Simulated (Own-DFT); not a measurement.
# One host, several defects: wurtzite GaN

Everything here is calculated. The program is Own-DFT (plane waves, in-house, since retired, never reviewed by a person); positions were held fixed, and spin and spin-orbit coupling were off.

Method: PBE; PseudoDojo norm-conserving scalar-relativistic files; cutoff 42 hartree; 4 x 4 x 3 k mesh centred on Gamma; Fermi-Dirac smearing of 0.1 eV.

Caveats (not all hold for every row): some atoms lie very close together; not probed for a lower state with spin; forces not confirmed at this smearing and k mesh; stress not checked against mesh or cutoff.

All runs share one cell, with vectors in Å (9.567, 0.000, 0.000); (-4.784, 8.285, 0.000); (0.000, 0.000, 10.370) and a volume of 822.0 Å³. Atoms were moved at random from their sites; u is the rms move along one axis. The defect's site can differ from row to row.

| cell | formula | u (Å) | P (GPa) |
|---|---|---|---|
| no defect | Ga36N36 | 0.0187 | 5.86 |
| no defect | Ga36N36 | 0.0189 | 5.90 |
| no defect | Ga36N36 | 0.0513 | 7.50 |
| one N on a Ga site | Ga35N37 | 0.0302 | 5.47 |
| one N on a Ga site | Ga35N37 | 0.0316 | 5.67 |
| one N on a Ga site | Ga35N37 | 0.0528 | 7.29 |
| one Ga on an N site | Ga37N35 | 0.0306 | 11.79 |
| one Ga on an N site | Ga37N35 | 0.0316 | ? |
| one Ga on an N site | Ga37N35 | 0.0445 | 12.69 |
| one Ga on an N site | Ga37N35 | 0.0506 | 13.64 |

## What the rows give

P = P0 + c u² + a shift for each defect gives P0 = 5.46 GPa, c = 859 ± 82 GPa/Å² and a scatter of 0.22 GPa. The shifts, and each times the cell's volume:

- one Ga on an N site: 5.68 ± 0.19 GPa, 29.1 eV
- one N on a Ga site: -0.67 ± 0.18 GPa, -3.4 eV

Against the defect-free cell, a freed cell would be larger where the shift is positive and smaller where it is negative (160.2 GPa Å³ is 1 eV). The atoms around the defects weren't relaxed, which would change these numbers.

## Prediction

Asked: what pressure belongs in the blank (one Ga on an N site, u = 0.0316 Å)?

The fitted form gives 12.00 ± 0.26 GPa. DFT gave 12.48 GPa.
